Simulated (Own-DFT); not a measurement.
Si₁₂O₂₃ (quartz with two neutral oxygen vacancies, atoms displaced) (calculated)

All values are calculated (Own-DFT development build). A calculation, not a measurement: plane-wave PBE and HSE06 DFT by an unreviewed code, no spin, of a simulated cell at Gamma alone, so results move with cell size and shape, stress positive in tension, energies less offsets, not probed for a lower state with spin; oxygen file: force components 24 meV/angstrom off all-electron in a glass; k mesh not checked against a denser one; forces and stress are PBE's, HSE06 gives the energy alone, and its difference from PBE has offsets of its own; offsets are fitted by least squares, one for each functional and potential file, so energies compare only between cells with the same atoms and settings and are not formation energies; the far tail of each file's local potential was reset to the Coulomb form; each entry is a single point on an unrelaxed cell, so the pressure reflects the starting lattice, mostly measured values (interpolated for alloys), from which strain is counted, and rises with the displacements; printed positions are rounded, which can move forces by about a meV/angstrom; the program, named Own-DFT, is a retired in-house code; no spin-orbit coupling.

Common to all runs: first functional PBE; second functional HSE06; exact exchange share 0.25; screening 0.11 1/bohr; exchange divergence Gygi-Baldereschi; potential files PseudoDojo norm-conserving, scalar-relativistic, made for PBE, standard set; wave cutoff 48 hartree; occupations fixed; k mesh 1 x 1 x 1 centred on Gamma.

(1) 
```xyz
70
Lattice="9.8268 0.0000 0.0000 -4.9134 8.5103 0.0000 0.0000 0.0000 10.8104" Properties=species:S:1:pos:R:3:force_x:R:1:force_y:R:1:force_z:R:1 formula=Si12O23 PBE_energy_of_cell_above_offsets=-17.097 HSE06_less_PBE_above_offsets=0.277 PBE_pressure=8.08 PBE_stress_xx=-9.64 PBE_stress_yy=-8.07 PBE_stress_zz=-6.52 PBE_stress_yz=2.6 PBE_stress_xz=1.31 PBE_stress_xy=1.27
Si     2.3640     0.0442    10.7165     -1.731     -0.896      4.709
Si    -1.1586     2.0280     3.5468     -0.669     -1.588      4.157
Si     1.2933     2.2217     1.8137      1.487       0.26      1.045
O      1.4279     1.1840     0.5858     -0.342     -0.418      0.021
O      2.8273     2.5174     2.4092     -1.609     -0.421      0.054
O      3.2347     0.5690     4.2201      0.064      0.057      0.393
O     -1.0523     3.0926     4.7560      0.053       0.34      0.295
O      0.2645     1.7417     3.0265      3.605     -0.594     -2.262
O      0.8170     3.6195     1.1926     -1.249      0.398      -0.75
Si    -2.5994     8.5091     5.4587     -1.964      2.436     -3.349
Si     8.6544     1.9896     9.0715       0.65     -0.551     -2.503
Si     1.2654     2.3201     7.1182      0.474     -1.453      4.209
O      1.3775     1.2130     6.0402      0.359     -2.191     -1.715
O      2.7428     2.6020     7.7714       0.14     -0.769       0.84
O      3.2860     0.6532     9.6774      1.511     -0.226     -2.585
O     -1.1159     3.1621    10.1281      -1.63     -0.987      -0.06
O      0.2857     1.7159     8.3925       0.55      0.876     -0.975
O      0.8162     3.6646     6.4977      0.192      1.488      0.946
Si    -0.2116     4.1947     0.0238      4.702      1.553      0.522
Si    -3.5272     6.2336     3.6286     -2.999      3.174      0.141
Si    -1.1143     6.6187     1.7823     -0.862     -4.863      0.705
O     -1.0017     5.3772     0.6356     -1.971      2.692       1.48
O      0.2781     6.7041     2.4821      0.623      0.939     -0.189
O     -3.5495     7.4486     4.7685      -0.65     -1.648     -0.968
O     -2.1858     5.9794     2.9187      3.197      0.349     -2.004
O     -1.6412     7.9019     1.1480     -1.392      2.938      -2.08
Si    -0.1517     4.3025     5.4382      2.676     -1.785     -5.853
Si    -3.5637     6.2022     9.0950     -3.173      3.852     -2.912
Si    -1.1861     6.5444     7.2981      1.364     -0.581      -4.82
O     -1.1317     5.3145     5.9407     -3.553      6.078      5.068
O      0.2557     6.8006     7.9727     -1.814      0.447     -2.571
O      0.8315     4.8411     9.6875      -0.72     -0.964     -0.027
O     -3.5320     7.4347    10.1738      -0.25     -1.493     -0.831
O     -2.1976     6.0017     8.3280      0.061     -1.109      1.421
O     -1.7014     7.8938     6.5235      2.757     -2.077      3.774
Si     2.3481     8.4420    10.7795     -4.132      0.063       3.81
Si     3.7525     1.9848     3.6472      0.652      0.437      -0.65
Si     6.2194     2.3135     1.8583      1.228     -2.934      -3.41
O      6.2660     1.0671     0.6913       0.71      0.906       0.57
O      7.7238     2.5107     2.4243     -1.579      0.805     -1.449
O      8.1530     0.5704     4.3191      5.905      5.111     -7.554
O      3.7513     3.0962     4.8449      1.416      0.507     -0.295
O      5.1955     1.7195     2.8545     -2.089     -0.322      3.285
O      5.7436     3.6474     1.1730     -0.244      1.758     -0.611
Si     7.2842     0.0126     5.3182     -5.892     -3.417      7.314
Si     3.7175     1.9657     8.9265      1.345      3.769      0.419
Si     6.2850     2.2130     7.2537     -5.131      0.641     -4.207
O      6.3001     1.1597     5.9892      0.429     -0.336      0.332
O      7.6520     2.4152     7.8361       4.64      0.887      2.486
O      8.0269     0.6814     9.6994       2.55      0.918     -2.711
O      3.8919     3.1037    10.1536     -0.189     -0.586     -0.837
O      5.1889     1.7116     8.3143      -0.19     -0.407      0.219
O      5.7349     3.6738     6.5849      1.042     -1.603      1.311
Si     4.7878     4.2885     0.0216     -0.645     -3.207     -0.103
Si     1.3216     6.2372     3.6072      1.575     -2.936       0.28
Si     3.7850     6.4719     1.8214     -3.068      0.093      1.074
O      3.8147     5.3625     0.6112     -0.854      1.371      0.953
O      5.1997     6.7997     2.4536      1.964      -0.51      1.293
O      5.7800     4.9269     4.2958     -1.205     -2.379       0.99
O      1.3563     7.3521     4.7700       0.49      1.195      0.865
O      3.2620     7.8756     1.1530      0.845      -0.38      0.085
Si     4.7833     4.3019     5.4693      3.281     -5.523     -3.503
Si     1.2982     6.1884     8.9569      0.914      0.437      4.324
Si     3.6582     6.5182     7.2052      5.238     -3.335     -0.308
O      3.8865     5.3473     5.9696     -5.157      6.399      4.014
O      5.1855     6.7320     7.8421      0.728     -0.654      1.258
O      5.6587     4.9089     9.6618      0.648     -1.703      0.376
O      1.3293     7.3702    10.1488      0.238     -1.141     -0.845
O      2.7927     6.0126     8.4130     -1.154     -0.929      0.343
O      3.2848     7.8387     6.5661     -2.198      3.745      -2.44
```

Units: PBE_energy_of_cell_above_offsets, HSE06_less_PBE_above_offsets in eV; PBE_pressure, PBE_stress_xx, PBE_stress_yy, PBE_stress_zz, PBE_stress_yz, PBE_stress_xz, PBE_stress_xy in GPa; force_x, force_y, force_z in eV/Å.

(2) 
```xyz
70
Lattice="9.8268 0.0000 0.0000 -4.9134 8.5103 0.0000 0.0000 0.0000 10.8104" Properties=species:S:1:pos:R:3:force_x:R:1:force_y:R:1:force_z:R:1 formula=Si12O23 PBE_energy_of_cell_above_offsets=-14.642 HSE06_less_PBE_above_offsets=0.200 PBE_pressure=9.69 PBE_stress_xx=-9.98 PBE_stress_yy=-8.69 PBE_stress_zz=-10.4 PBE_stress_yz=4.07 PBE_stress_xz=1.77 PBE_stress_xy=1.65
Si    -2.5503     8.4340    10.6566     -6.616     -2.403      10.34
Si    -1.0987     1.9860     3.5566     -4.043      -0.17      3.071
Si     1.3383     2.2332     1.8127     -1.562     -0.634     -0.756
O      1.2944     1.1491     0.6117      1.861     -1.578     -1.076
O      2.7595     2.4657     2.5178     -0.117      0.784     -1.187
O      3.2001     0.6143     4.2118      0.337     -0.534       0.17
O     -1.0726     3.1446     4.7129     -0.107     -0.214      0.227
O      0.2536     1.6808     2.9480       4.81     -0.307     -1.891
O      0.7818     3.6488     1.1300      1.692     -1.103      2.438
Si    -2.6126     8.5025     5.4211     -0.054     -1.177     -1.839
Si     8.6743     1.9524     8.9784     -0.395      0.568      0.403
Si     1.3053     2.2364     7.1675     -0.402      0.177       0.08
O      1.3585     1.0799     6.0538     -0.825       1.31      0.281
O      2.7044     2.5446     7.8852      0.958     -0.162      0.335
O      3.1272     0.5835     9.6321       5.09       3.22     -6.478
O     -1.0537     3.1235    10.1163      0.033      0.487      0.361
O      0.2978     1.7513     8.3087     -0.614     -0.403      0.414
O      0.7717     3.6180     6.5332      1.059     -0.433       1.08
Si    -0.1424     4.2815     0.0503     -0.728     -0.081     -3.906
Si     6.1790     6.2759     3.6442      3.242      3.258     -3.135
Si    -1.1391     6.4994     1.7758     -0.909       1.99      2.666
O     -1.1282     5.4308     0.6486      0.532     -1.994     -1.945
O      0.3738     6.8024     2.3924      -4.15      0.987      -3.94
O      0.7723     4.8418     4.2738      2.168      2.559     -3.372
O     -3.5796     7.3487     4.7764      0.705      2.081      1.983
O     -2.1533     6.0412     2.9630      0.488     -0.106      0.172
O     -1.7028     7.9090     1.2391     -0.723      1.057     -2.606
Si    -0.0939     4.2355     5.3791     -3.704      0.113      1.602
Si    -3.5622     6.2305     9.0363     -2.395      -4.66     -2.587
Si    -1.2052     6.4607     7.2178      4.767      4.977      -3.76
O     -1.0395     5.4225     6.0931      0.563     -2.786     -2.598
O      0.2911     6.7779     7.8688     -3.562      1.555     -3.224
O      0.8103     4.8928     9.6020     -1.312     -1.743       1.83
O     -3.6115     7.2926    10.1250        1.3      4.005       3.46
O     -2.0796     6.0614     8.3332     -4.763     -1.864      5.469
O     -1.6682     7.9257     6.5531      0.966     -1.448      1.358
Si     2.3597     8.4713     0.0421     -1.551      1.657     -2.029
Si     3.8368     1.9448     3.5771     -4.671      0.863      3.868
Si     6.0986     2.2784     1.8285      7.339     -2.524     -1.751
O      6.3043     1.1416     0.6382     -0.403      0.792      1.038
O      7.7877     2.5192     2.3917     -4.099      0.068     -1.508
O      8.0962     0.6514     4.3409      4.684      3.281     -5.231
O      3.7978     3.0806     4.8088      1.341     -0.247     -0.762
O      5.2152     1.7284     2.9719      1.959     -0.963      0.201
O      5.7091     3.5951     1.1102      1.718      0.102      3.055
Si     7.1652     0.0120     5.3108      2.641     -4.492      4.462
Si     3.7339     1.9767     9.0344       0.93      2.868      0.636
Si     6.2054     2.3108     7.1773      0.133      -7.98      0.579
O      6.3423     1.0951     5.9472     -3.775      5.443      4.282
O      7.5652     2.4700     7.8718       3.51      0.341       1.42
O      8.1878     0.5588     9.6256      0.096      0.075      0.321
O      5.1866     1.8041     8.3474      -0.29     -0.834     -0.144
O      5.6801     3.5739     6.6139     -1.733      5.717     -2.778
Si     4.8521     4.2721     0.0648      -2.66      2.046     -6.811
Si     1.2071     6.2404     3.5037      3.329     -0.874      5.793
Si     3.6813     6.5604     1.7944      3.345     -1.608      2.563
O      3.8724     5.4158     0.6675     -0.529     -0.237     -0.076
O      5.2471     6.7619     2.4818     -3.335       0.48       -2.4
O      5.7358     4.9755     4.2136     -2.792     -7.383      4.104
O      1.3912     7.4291     4.6582     -2.487     -3.114     -1.539
O      2.6969     6.0390     2.9740      1.255     -0.517      -1.01
O      3.3051     7.9466     1.1915      0.318      0.954      0.432
Si     4.8143     4.2131     5.4272     -2.048      2.499      -1.84
Si     1.2794     6.1956     8.8454      -1.59      2.046       7.18
Si     3.7343     6.4817     7.1989      1.637     -0.719     -1.023
O      3.7595     5.4149     5.9458      1.561     -1.791      0.474
O      5.1991     6.7662     7.8595      0.794     -1.065      0.583
O      1.3643     7.4022    10.2327     -0.446     -2.412     -1.966
O      2.6492     6.0834     8.2821      4.692     -1.608     -0.943
O      3.3067     7.8020     6.5404     -2.461      3.802     -2.631
```

Units: PBE_energy_of_cell_above_offsets, HSE06_less_PBE_above_offsets in eV; PBE_pressure, PBE_stress_xx, PBE_stress_yy, PBE_stress_zz, PBE_stress_yz, PBE_stress_xz, PBE_stress_xy in GPa; force_x, force_y, force_z in eV/Å.
